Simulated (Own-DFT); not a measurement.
## Calculated data, GaP (zincblende, strained, atoms displaced)

Computed with Own-DFT development build. A calculation, not a measurement: plane-wave PBE density functional theory by an unreviewed code, no spin, of a simulated periodic cell, stress positive in tension, free energy of the whole cell less one offset for each atom, forces on such cells passed a denser k mesh, this cell's mesh not checked; offsets are fitted by least squares, one for each functional and potential file, so energies compare only between cells with the same atoms and settings and are not formation energies; the far tail of each file's local potential was reset to the Coulomb form; each entry is a single point on an unrelaxed cell, so the pressure reflects the starting lattice, mostly measured values (interpolated for alloys), from which strain is counted, and rises with the displacements; printed positions are rounded, which can move forces by about a meV/angstrom; the program, named Own-DFT, is a retired in-house code; no spin-orbit coupling.

Settings shared by all entries: functional PBE; potential files PseudoDojo norm-conserving, scalar-relativistic, standard set; wave cutoff 42 hartree; occupations Fermi-Dirac; smearing width 0.1 eV; hardware one NVIDIA H100; k mesh 3 x 3 x 3 centred on Gamma.

(1) GaP (zincblende, strained, atoms displaced)

```
cell vectors (Å)
  10.8620     0.0000     0.0000
   0.0000    10.8620     0.0000
   0.0000     0.0000    10.9361
atoms (fractions of the cell vectors)
Ga  0.00583  0.99885  0.00224
Ga  0.99610  0.25074  0.25236
Ga  0.24939  0.99949  0.25174
Ga  0.24656  0.25234  0.99778
P   0.12501  0.12999  0.12699
P   0.12474  0.37871  0.37063
P   0.37442  0.12229  0.36790
P   0.37740  0.37151  0.12662
Ga  0.00008  0.99913  0.49443
Ga  0.99971  0.25224  0.74893
Ga  0.24755  0.99978  0.74802
Ga  0.24959  0.24613  0.50017
P   0.12421  0.12985  0.62430
P   0.12633  0.37109  0.87626
P   0.37477  0.12246  0.87704
P   0.37508  0.37976  0.62209
Ga  0.00178  0.50005  0.99748
Ga  0.99869  0.74869  0.25120
Ga  0.24902  0.49776  0.24832
Ga  0.24519  0.74796  0.99453
P   0.12669  0.62513  0.12062
P   0.12884  0.87346  0.37559
P   0.37874  0.62394  0.37489
P   0.37674  0.88266  0.12246
Ga  0.00169  0.49866  0.50203
Ga  0.00079  0.74552  0.74944
Ga  0.25104  0.50111  0.75545
Ga  0.24838  0.74985  0.49834
P   0.12303  0.62445  0.62940
P   0.12156  0.87372  0.87216
P   0.37142  0.62500  0.87067
P   0.37010  0.87153  0.62379
Ga  0.49614  0.99907  0.99606
Ga  0.50244  0.24759  0.24931
Ga  0.74857  0.00111  0.25119
Ga  0.74743  0.25311  0.00400
P   0.62997  0.12500  0.12791
P   0.62728  0.37796  0.37651
P   0.87589  0.12129  0.37295
P   0.87514  0.37348  0.12472
Ga  0.49915  0.99922  0.49919
Ga  0.49704  0.25003  0.75165
Ga  0.75070  0.99983  0.75458
Ga  0.75334  0.25489  0.49986
P   0.63164  0.12796  0.62545
P   0.62662  0.37556  0.87370
P   0.87267  0.12256  0.87930
P   0.87527  0.37290  0.62480
Ga  0.50174  0.49782  0.99877
Ga  0.49872  0.74916  0.25139
Ga  0.75005  0.50171  0.24886
Ga  0.74877  0.74866  0.00270
P   0.62628  0.62209  0.12184
P   0.62376  0.87102  0.37309
P   0.87127  0.62097  0.37326
P   0.86831  0.87148  0.12353
Ga  0.49845  0.49833  0.49997
Ga  0.50111  0.75135  0.74899
Ga  0.74658  0.50040  0.74493
Ga  0.74938  0.74658  0.49336
P   0.62916  0.62821  0.62733
P   0.62540  0.87729  0.88056
P   0.87668  0.62542  0.87859
P   0.87636  0.87500  0.62234
```

- free energy of cell above offsets: -35.046 eV
- pressure: 3.19 GPa
- stress xx: -3.36 GPa
- stress yy: -3.36 GPa
- stress zz: -2.86 GPa
- stress yz: 0.3 GPa
- stress xz: -0.03 GPa
- stress xy: -0.05 GPa
- wall time: 508.6 s

Force:
```csv
element,x (eV/Å),y (eV/Å),z (eV/Å)
Ga,-0.661,0.043,0.15
Ga,0.218,0.026,-0.193
Ga,-0.172,0.03,-0.65
Ga,0.716,-0.489,0.55
P,-0.02,-0.46,0.09
P,-0.081,-0.604,0.67
P,0.24,0.351,0.999
P,-0.178,0.253,-0.381
Ga,0.226,0.014,0.637
Ga,-0.325,-0.501,0.485
Ga,0.038,0.049,0.087
Ga,0.315,0.594,-0.522
P,-0.214,-0.695,-0.062
P,-0.349,0.634,-0.474
P,-0.475,0.439,-0.5
P,-0.387,-0.701,0.509
Ga,-0.115,-0.265,0.317
Ga,-0.057,0.016,-0.284
Ga,0.466,0.428,-0.22
Ga,0.646,0.602,0.309
P,-0.218,-0.084,0.591
P,-0.561,0.005,-0.359
P,-0.736,-0.054,-0.051
P,-0.618,-1.282,0.232
Ga,-0.172,0.14,-0.164
Ga,-0.622,0.528,0.028
Ga,-0.371,-0.486,-0.731
Ga,0.148,-0.656,0.22
P,0.498,-0.274,-0.588
P,0.231,0.191,-0.008
P,0.909,0.214,0.732
P,0.537,0.469,0.085
Ga,0.781,0.505,0.609
Ga,0.216,0.181,0.193
Ga,0.11,-0.553,-0.046
Ga,0.266,-0.274,-0.386
P,-0.819,-0.113,-0.551
P,-0.246,-0.305,-0.261
P,-0.252,0.512,0.282
P,0.094,0.492,0.036
Ga,0.155,0.111,0.193
Ga,0.254,0.009,-0.351
Ga,0.109,-0.135,-0.459
Ga,-0.121,-0.614,-0.315
P,-0.772,-0.289,-0.035
P,-0.217,-0.137,-0.049
P,0.542,0.493,-0.05
P,0.179,0.551,0.126
Ga,-0.419,0.119,-0.1
Ga,0.037,0.093,-0.794
Ga,-0.083,-0.446,-0.314
Ga,-0.058,-0.17,-0.419
P,-0.496,0.267,0.401
P,0.033,0.504,0.176
P,0.831,0.136,0.259
P,0.999,0.58,0.492
Ga,0.644,0.491,0.154
Ga,-0.035,0.162,0.231
Ga,0.704,-0.028,0.677
Ga,0.212,0.436,0.572
P,-0.698,-0.114,-0.652
P,-0.109,-0.487,-0.635
P,-0.482,-0.229,-0.601
P,-0.218,-0.222,0.113
```

(2) GaP (zincblende, strained, atoms displaced)

```
cell vectors (Å)
  10.8620     0.0000     0.0000
   0.0000    10.8620     0.0000
   0.0000     0.0000    10.9361
atoms (fractions of the cell vectors)
Ga  0.99666  0.99878  0.99911
Ga  0.00280  0.24852  0.25424
Ga  0.24645  0.99740  0.25127
Ga  0.25063  0.25011  0.99958
P   0.12889  0.12379  0.12254
P   0.12291  0.37322  0.36935
P   0.37927  0.12818  0.37398
P   0.37486  0.37419  0.12536
Ga  0.99936  0.00383  0.49701
Ga  0.99796  0.24651  0.74867
Ga  0.24969  0.00052  0.75434
Ga  0.25190  0.25231  0.49616
P   0.12610  0.12110  0.62204
P   0.12683  0.37502  0.87680
P   0.37309  0.12642  0.87615
P   0.37506  0.37397  0.62952
Ga  0.00189  0.49970  0.99978
Ga  0.00137  0.74972  0.25131
Ga  0.25012  0.50052  0.25139
Ga  0.24776  0.74570  0.00085
P   0.12452  0.61876  0.12340
P   0.12486  0.87274  0.37132
P   0.37239  0.62931  0.37259
P   0.37335  0.87244  0.12913
Ga  0.00113  0.50152  0.50202
Ga  0.00117  0.74669  0.75086
Ga  0.25123  0.49498  0.74949
Ga  0.25234  0.75088  0.50109
P   0.12433  0.62632  0.62463
P   0.12820  0.87489  0.87573
P   0.37910  0.62892  0.86804
P   0.37529  0.87863  0.62637
Ga  0.50481  0.00056  0.00253
Ga  0.49871  0.25631  0.25195
Ga  0.74985  0.99886  0.25210
Ga  0.74844  0.25139  0.00255
P   0.62298  0.12036  0.12056
P   0.62537  0.37637  0.36958
P   0.87505  0.11932  0.37772
P   0.87869  0.37728  0.12430
Ga  0.49806  0.00017  0.49846
Ga  0.49777  0.24926  0.74631
Ga  0.74937  0.00170  0.75045
Ga  0.74875  0.24854  0.49599
P   0.62255  0.12505  0.62289
P   0.62432  0.37301  0.87485
P   0.87605  0.11688  0.87806
P   0.87752  0.37489  0.62389
Ga  0.49877  0.49459  0.99682
Ga  0.49974  0.75267  0.24851
Ga  0.75215  0.50283  0.24987
Ga  0.74813  0.74910  0.00188
P   0.62086  0.62049  0.12786
P   0.62419  0.87856  0.37737
P   0.87560  0.62724  0.37076
P   0.87665  0.87187  0.12292
Ga  0.50818  0.49779  0.50396
Ga  0.50023  0.75122  0.74978
Ga  0.75177  0.50135  0.75111
Ga  0.74968  0.74932  0.50042
P   0.62645  0.62994  0.62065
P   0.62280  0.87567  0.87551
P   0.87313  0.61889  0.87469
P   0.87752  0.87372  0.62172
```

- free energy of cell above offsets: -35.052 eV
- pressure: 3.2 GPa
- stress xx: -3.39 GPa
- stress yy: -3.36 GPa
- stress zz: -2.85 GPa
- stress yz: 0.02 GPa
- stress xz: -0.24 GPa
- stress xy: -0.43 GPa
- wall time: 514.5 s

Force:
```csv
element,x (eV/Å),y (eV/Å),z (eV/Å)
Ga,0.841,-0.326,0.372
Ga,-0.524,-0.534,-0.826
Ga,0.562,0.405,-0.107
Ga,0.026,0.056,0.136
P,-0.643,-0.025,0.238
P,0.425,0.577,1.005
P,-0.594,-0.341,-0.121
P,-0.229,0.221,-0.108
Ga,0.446,-0.965,0.326
Ga,0.324,-0.105,0.232
Ga,0.053,0.067,-0.367
Ga,-0.154,-0.153,0.264
P,0.171,0.538,0.184
P,-0.337,-0.287,-0.348
P,0.543,-0.209,0.019
P,0.112,0.164,-1.029
Ga,-0.17,-0.19,-0.266
Ga,0.073,-0.17,-0.653
Ga,0.119,-0.078,-0.187
Ga,0.441,0.136,-0.072
P,0.028,0.616,0.31
P,-0.073,0.245,0.797
P,0.631,-0.667,0.553
P,0.022,0.382,-0.757
Ga,-0.04,-0.042,-0.526
Ga,-0.233,0.333,0.149
Ga,-0.22,0.781,0.16
Ga,-0.21,0.16,0.024
P,0.489,-0.325,0.067
P,-0.549,-0.296,0.129
P,-0.624,-0.82,0.803
P,-0.093,-0.187,-0.041
Ga,-1.26,-0.548,-0.439
Ga,0.223,-0.776,-0.668
Ga,0.009,-0.123,-0.531
Ga,0.375,-0.279,-0.148
P,0.559,1.044,1.25
P,0.456,0.041,0.58
P,-0.224,0.887,-0.699
P,-0.306,-0.51,0.34
Ga,0.002,0.15,0.181
Ga,0.246,-0.278,0.571
Ga,0.004,-0.426,-0.34
Ga,0.058,0.199,0.27
P,0.285,0.026,0.101
P,0.163,-0.067,-0.432
P,-0.46,1.269,-0.415
P,-0.523,-0.143,-0.028
Ga,-0.117,0.579,0.063
Ga,0.194,-0.17,0.342
Ga,0.056,-0.192,-0.294
Ga,-0.151,-0.342,-0.134
P,0.17,0.342,-0.457
P,0.053,-0.563,-0.237
P,-0.017,-0.215,0.726
P,-0.226,0.139,0.436
Ga,-0.968,0.22,-0.473
Ga,0.275,0.366,-0.456
Ga,-0.476,-0.377,-0.521
Ga,0.382,0.433,-0.505
P,0.042,-0.511,0.872
P,0.383,-0.159,-0.12
P,0.336,0.869,0.362
P,-0.155,0.155,0.445
```

(3) GaP (zincblende, strained, atoms displaced)

```
cell vectors (Å)
  10.8620     0.0000     0.0000
   0.0000    10.8620     0.0000
   0.0000     0.0000    10.9361
atoms (fractions of the cell vectors)
Ga  0.00261  0.99751  0.99845
Ga  0.99912  0.25013  0.25157
Ga  0.24661  0.00080  0.25081
Ga  0.24855  0.25133  0.99902
P   0.12393  0.12277  0.12309
P   0.12790  0.37831  0.37395
P   0.37796  0.12843  0.37441
P   0.36972  0.37110  0.12933
Ga  0.00369  0.00239  0.50011
Ga  0.00342  0.25025  0.74451
Ga  0.25011  0.00250  0.74722
Ga  0.24806  0.25226  0.50201
P   0.12249  0.12612  0.62621
P   0.12684  0.37416  0.87130
P   0.37191  0.12363  0.87387
P   0.37693  0.37755  0.62884
Ga  0.99958  0.49982  0.99579
Ga  0.99862  0.75213  0.24993
Ga  0.24803  0.50225  0.24943
Ga  0.24962  0.74841  0.00087
P   0.12494  0.62306  0.12398
P   0.12871  0.87503  0.37472
P   0.37632  0.62765  0.38061
P   0.37513  0.87647  0.12505
Ga  0.99819  0.50127  0.49506
Ga  0.00278  0.75104  0.74868
Ga  0.25114  0.49944  0.75278
Ga  0.24741  0.75069  0.50229
P   0.12558  0.62310  0.62875
P   0.12788  0.87485  0.87650
P   0.37692  0.62692  0.87169
P   0.37160  0.87230  0.62198
Ga  0.49611  0.00389  0.99947
Ga  0.50220  0.25099  0.24373
Ga  0.74432  0.00017  0.24842
Ga  0.75232  0.24576  0.99877
P   0.62572  0.12083  0.12840
P   0.62551  0.37923  0.37731
P   0.87558  0.12815  0.37266
P   0.87579  0.37084  0.12570
Ga  0.49777  0.00569  0.50099
Ga  0.50175  0.24542  0.74664
Ga  0.74866  0.00255  0.74877
Ga  0.74939  0.24951  0.50075
P   0.62491  0.12155  0.62390
P   0.62183  0.37587  0.87778
P   0.87131  0.11866  0.87431
P   0.87222  0.37581  0.62683
Ga  0.50331  0.50030  0.00456
Ga  0.49676  0.74645  0.24806
Ga  0.75126  0.49918  0.24694
Ga  0.74685  0.74729  0.00065
P   0.62173  0.62182  0.12931
P   0.62741  0.86989  0.37873
P   0.87082  0.62470  0.37347
P   0.87353  0.87795  0.13099
Ga  0.50145  0.50287  0.49458
Ga  0.50446  0.75099  0.75040
Ga  0.75277  0.49575  0.75111
Ga  0.74624  0.75260  0.49564
P   0.62602  0.62690  0.62707
P   0.62513  0.87334  0.87335
P   0.87650  0.62648  0.87677
P   0.87589  0.87128  0.62889
```

- free energy of cell above offsets: -35.089 eV
- pressure: 3.17 GPa
- stress xx: -3.35 GPa
- stress yy: -3.35 GPa
- stress zz: -2.83 GPa
- stress yz: 0.03 GPa
- stress xz: -0.33 GPa
- stress xy: 0.69 GPa
- wall time: 504.6 s

Force:
```csv
element,x (eV/Å),y (eV/Å),z (eV/Å)
Ga,-0.486,-0.112,0.168
Ga,0.52,0.08,-0.174
Ga,0.643,0.156,-0.066
Ga,-0.049,-0.262,0.033
P,-0.057,0.418,0.157
P,-0.462,-0.371,0.131
P,-0.493,0.049,-0.142
P,0.427,0.611,-0.617
Ga,-0.632,-0.456,-0.085
Ga,-0.843,0.04,0.747
Ga,-0.052,-0.527,0.086
Ga,0.463,0.082,0.012
P,0.562,-0.122,-0.415
P,-0.348,-0.03,0.345
P,0.256,0.445,-0.053
P,0.054,-0.191,-0.608
Ga,0.042,-0.31,0.35
Ga,0.127,-0.276,0.158
Ga,0.47,0.207,0.318
Ga,0.34,0.025,-0.084
P,-0.296,0.259,0.012
P,-0.559,-0.081,0.136
P,-0.639,-0.113,-0.747
P,-0.174,-0.121,0.083
Ga,0.02,0.001,0.498
Ga,0.003,-0.119,0.468
Ga,0.235,0.169,-0.161
Ga,-0.079,-0.324,-0.038
P,-0.184,-0.099,-0.532
P,-0.07,-0.015,-0.349
P,0.069,-0.203,0.68
P,0.583,0.569,0.487
Ga,0.378,-0.533,-0.074
Ga,0.081,0.098,0.818
Ga,0.546,-0.347,0.939
Ga,-0.351,0.186,0.101
P,-0.33,0.606,-0.895
P,0.109,-0.648,-0.604
P,-0.312,-0.545,0.394
P,0.032,0.378,-0.417
Ga,-0.07,-0.961,-0.303
Ga,-0.199,0.419,0.462
Ga,0.069,-0.806,-0.034
Ga,0.023,0.117,-0.104
P,0.182,0.39,-0.035
P,0.416,-0.561,-0.203
P,0.878,0.714,-0.102
P,0.552,-0.252,-0.532
Ga,-0.985,-0.204,-0.295
Ga,0.101,0.532,0.444
Ga,0.007,-0.243,0.225
Ga,0.235,0.261,0.329
P,0.458,0.329,-0.304
P,-1.148,1.127,-0.876
P,0.37,0.238,-0.059
P,-0.031,-0.304,-0.898
Ga,-0.022,-0.076,1.059
Ga,-0.55,0.037,-0.318
Ga,-0.476,0.646,0.348
Ga,0.817,-0.667,1.083
P,0.215,-0.435,-0.326
P,-0.048,0.591,0.47
P,-0.198,-0.056,-0.3
P,-0.141,0.595,-0.79
```

(4) GaP (zincblende, strained, atoms displaced)

```
cell vectors (Å)
  10.8620     0.0000     0.0000
   0.0000    10.8620     0.0000
   0.0000     0.0000    10.9361
atoms (fractions of the cell vectors)
Ga  0.00139  0.99367  0.00133
Ga  0.99867  0.25275  0.24898
Ga  0.25051  0.00024  0.24697
Ga  0.25639  0.25041  0.00040
P   0.12851  0.12461  0.12117
P   0.12421  0.37246  0.37500
P   0.37268  0.12918  0.37747
P   0.37300  0.37560  0.12590
Ga  0.99668  0.99936  0.50305
Ga  0.99515  0.24611  0.75378
Ga  0.24767  0.99437  0.74947
Ga  0.25414  0.25188  0.50049
P   0.12047  0.12883  0.62031
P   0.12553  0.37212  0.87166
P   0.37565  0.12632  0.87112
P   0.37385  0.37215  0.62573
Ga  0.99651  0.49902  0.00018
Ga  0.00097  0.75385  0.24779
Ga  0.24611  0.49871  0.24853
Ga  0.24860  0.75123  0.99907
P   0.12063  0.62311  0.12295
P   0.12524  0.87399  0.37600
P   0.37410  0.62658  0.37350
P   0.37509  0.87507  0.12312
Ga  0.99881  0.50386  0.49974
Ga  0.99661  0.74524  0.74315
Ga  0.24821  0.49978  0.74900
Ga  0.24983  0.75020  0.50335
P   0.12836  0.62508  0.62237
P   0.12469  0.87538  0.87592
P   0.37402  0.62159  0.87494
P   0.37341  0.87610  0.62576
Ga  0.49857  0.00193  0.99343
Ga  0.50089  0.24935  0.24803
Ga  0.74754  0.99446  0.25142
Ga  0.75333  0.25356  0.99716
P   0.62610  0.12489  0.12825
P   0.62152  0.37636  0.37816
P   0.87332  0.13487  0.37588
P   0.87405  0.37144  0.12547
Ga  0.49453  0.99871  0.50153
Ga  0.49654  0.24977  0.75005
Ga  0.75210  0.99961  0.75075
Ga  0.74583  0.25078  0.50191
P   0.62692  0.12411  0.62551
P   0.62581  0.37750  0.87796
P   0.87180  0.12732  0.87326
P   0.87123  0.37242  0.61864
Ga  0.50005  0.49985  0.99776
Ga  0.49515  0.75042  0.24230
Ga  0.74688  0.50076  0.25066
Ga  0.74459  0.74910  0.00028
P   0.62660  0.62624  0.12833
P   0.62748  0.87515  0.37418
P   0.87407  0.62681  0.37824
P   0.87550  0.87331  0.12511
Ga  0.49807  0.50651  0.49851
Ga  0.49401  0.75275  0.75129
Ga  0.74494  0.50208  0.74898
Ga  0.75033  0.75248  0.49750
P   0.62413  0.62405  0.62487
P   0.62383  0.87843  0.87471
P   0.87245  0.62811  0.87022
P   0.87677  0.87732  0.62550
```

- free energy of cell above offsets: -35.069 eV
- pressure: 3.19 GPa
- stress xx: -3.37 GPa
- stress yy: -3.33 GPa
- stress zz: -2.86 GPa
- stress yz: 0.35 GPa
- stress xz: 0.12 GPa
- stress xy: 0.1 GPa
- wall time: 524.4 s

Force:
```csv
element,x (eV/Å),y (eV/Å),z (eV/Å)
Ga,-0.26,0.868,-0.129
Ga,0.474,-0.498,-0.055
Ga,-0.055,0.087,0.503
Ga,-0.506,-0.014,-0.341
P,-0.489,0.128,0.219
P,0.049,0.477,0.134
P,0.34,-0.648,-0.566
P,0.476,0.174,-0.053
Ga,0.211,0.562,-0.835
Ga,0.321,0.592,-0.855
Ga,-0.322,1.052,-0.191
Ga,-0.775,-0.051,0.031
P,0.54,-0.433,0.659
P,-0.229,0.178,0.496
P,-0.438,-0.368,0.096
P,0.287,0.854,-0.111
Ga,0.029,-0.141,-0.499
Ga,-0.038,-0.559,0.418
Ga,-0.02,0.139,0.242
Ga,-0.011,-0.414,0.115
P,0.314,0.302,0.072
P,-0.005,0.342,-0.023
P,-0.325,0.12,-0.198
P,-0.138,0.353,-0.419
Ga,0.098,-0.584,-0.065
Ga,0.548,0.441,0.44
Ga,0.076,-0.281,0.004
Ga,0.167,0.134,-0.623
P,-0.385,-0.212,0.281
P,-0.312,-0.643,-0.535
P,-0.166,0.449,0.007
P,-0.074,-0.248,-0.046
Ga,0.172,0.277,0.745
Ga,-0.1,0.188,0.357
Ga,0.687,0.972,-0.025
Ga,-0.567,-0.462,0.422
P,0.011,-0.144,-0.788
P,-0.028,0.026,-0.349
P,-0.089,-1.312,-0.206
P,-0.099,0.796,0
Ga,0.667,0.37,-0.331
Ga,0.811,0.133,-0.066
Ga,-0.223,0.094,-0.124
Ga,-0.149,-0.008,-0.363
P,-0.539,-0.156,0.108
P,-0.257,-0.342,-0.502
P,0.305,-0.821,0.704
P,0.394,0.621,1.081
Ga,0.031,0.079,0.603
Ga,0.52,0.036,0.871
Ga,0.391,-0.315,0.396
Ga,0.439,0.215,-0.195
P,-0.491,-0.284,-0.548
P,-1.13,-0.285,0.153
P,0.157,0.05,-0.756
P,-0.43,0.074,-0.16
Ga,-0.084,-0.586,0.208
Ga,0.6,-0.386,-0.04
Ga,0.553,-0.447,-0.184
Ga,-0.111,-0.14,0.531
P,-0.286,0.85,-0.019
P,0.054,-0.463,-0.164
P,-0.095,-0.399,0.499
P,-0.495,-0.39,-0.03
```
